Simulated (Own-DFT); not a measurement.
# One host, several defects: C11b WSi2

Calculated, not measured: single-point runs of Own-DFT, a retired in-house plane-wave DFT program that no person has reviewed, on unrelaxed cells, without spin or spin-orbit coupling.

All runs used: PBE; PseudoDojo norm-conserving scalar-relativistic files; cutoff 50 hartree; 5 x 5 x 5 k mesh centred on Gamma; cold (Marzari-Vanderbilt) smearing of 0.2 eV.

Caveats: forces on such cells failed a check on a denser k mesh; stress not checked against mesh or cutoff.

All runs share one cell, with vectors in Å (-2.148, -5.953, 3.409); (-6.444, 2.976, 1.136); (-2.553, -2.948, -6.757) and a volume of 403.2 Å³. Atoms were moved at random from their sites; u is the rms move along one axis. The defect's site can differ from row to row.

```
cell,formula,u (Å),P (GPa)
no defect,Si20W10,0.0174,4.30
no defect,Si20W10,0.0182,4.40
no defect,Si20W10,0.0526,6.11
one W vacancy,Si20W9,0.0300,3.30
one W vacancy,Si20W9,0.0429,3.96
one W vacancy,Si20W9,0.0504,5.34
one W on a Si site,Si19W11,0.0278,10.12
one W on a Si site,Si19W11,0.0483,11.20
one W on a Si site,Si19W11,0.0564,12.68
one Si on a W site,Si21W9,0.0291,6.29
one Si on a W site,Si21W9,0.0317,?
one Si on a W site,Si21W9,0.0453,6.78
one Si on a W site,Si21W9,0.0464,7.11
one Si vacancy,Si19W10,0.0293,3.19
one Si vacancy,Si19W10,0.0311,3.14
one Si vacancy,Si19W10,0.0481,4.94
```

## Analysis

P = P0 + c u² + a shift for each defect gives P0 = 3.90 GPa, c = 912 ± 105 GPa/Å² and a scatter of 0.34 GPa. The shifts, and each times the cell's volume:

- one W on a Si site: 5.52 ± 0.30 GPa, 13.9 eV
- one Si on a W site: 1.29 ± 0.29 GPa, 3.3 eV
- one W vacancy: -1.31 ± 0.29 GPa, -3.3 eV
- one Si vacancy: -1.40 ± 0.28 GPa, -3.5 eV

Positive is outwards. The product with the volume (160.2 GPa Å³ to the eV) is nearly free of the cell's size; divided by the bulk modulus at the cell's pressure it gives the volume that the defect adds. The atoms around the defects weren't relaxed, which would change these numbers.

## Check

Question: what pressure belongs in the blank (one Si on a W site, u = 0.0317 Å)?

Estimate: 6.11 ± 0.40 GPa. DFT gave 6.27 GPa.
